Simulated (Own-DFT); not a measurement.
# One host, several defects: wurtzite GaN

Everything here is calculated. The program is Own-DFT (plane waves, in-house, since retired, never reviewed by a person); positions were held fixed, and spin and spin-orbit coupling were off.

Settings: PBE; PseudoDojo norm-conserving scalar-relativistic files; cutoff 42 hartree; 4 x 4 x 3 k mesh centred on Gamma; Fermi-Dirac smearing of 0.1 eV.

Known weak points (not all hold for every row): not probed for a lower state with spin; forces not confirmed at this smearing and k mesh; stress not checked against mesh or cutoff.

All runs share one cell, with vectors in Å (9.567, 0.000, 0.000); (-4.784, 8.285, 0.000); (0.000, 0.000, 10.370) and a volume of 822.0 Å³. u is the rms random offset of the atoms per axis. The defect's site can differ from row to row.

| cell | formula | u (Å) | P (GPa) |
|---|---|---|---|
| no defect | Ga36N36 | 0.0195 | 5.92 |
| no defect | Ga36N36 | 0.0497 | 7.55 |
| no defect | Ga36N36 | 0.0506 | 7.69 |
| one Ga on an N site | Ga37N35 | 0.0296 | 12.14 |
| one Ga on an N site | Ga37N35 | 0.0477 | 12.73 |
| one Ga on an N site | Ga37N35 | 0.0527 | 13.09 |
| one N on a Ga site | Ga35N37 | 0.0310 | 5.44 |
| one N on a Ga site | Ga35N37 | 0.0322 | ? |
| one N on a Ga site | Ga35N37 | 0.0434 | 6.02 |
| one N on a Ga site | Ga35N37 | 0.0519 | 6.88 |

## Working it out

P = P0 + c u² + a shift for each defect gives P0 = 5.77 GPa, c = 710 ± 73 GPa/Å² and a scatter of 0.19 GPa. The shifts, and each times the cell's volume:

- one Ga on an N site: 5.48 ± 0.15 GPa, 28.1 eV
- one N on a Ga site: -0.97 ± 0.15 GPa, -5.0 eV

Against the defect-free cell, a freed cell would be larger where the shift is positive and smaller where it is negative (160.2 GPa Å³ is 1 eV). The atoms around the defects weren't relaxed, which would change these numbers.

## Test on the hidden row

Q: what pressure belongs in the blank (one N on a Ga site, u = 0.0322 Å)?

The fit gives 5.54 ± 0.22 GPa. The calculation gave 5.52 GPa.
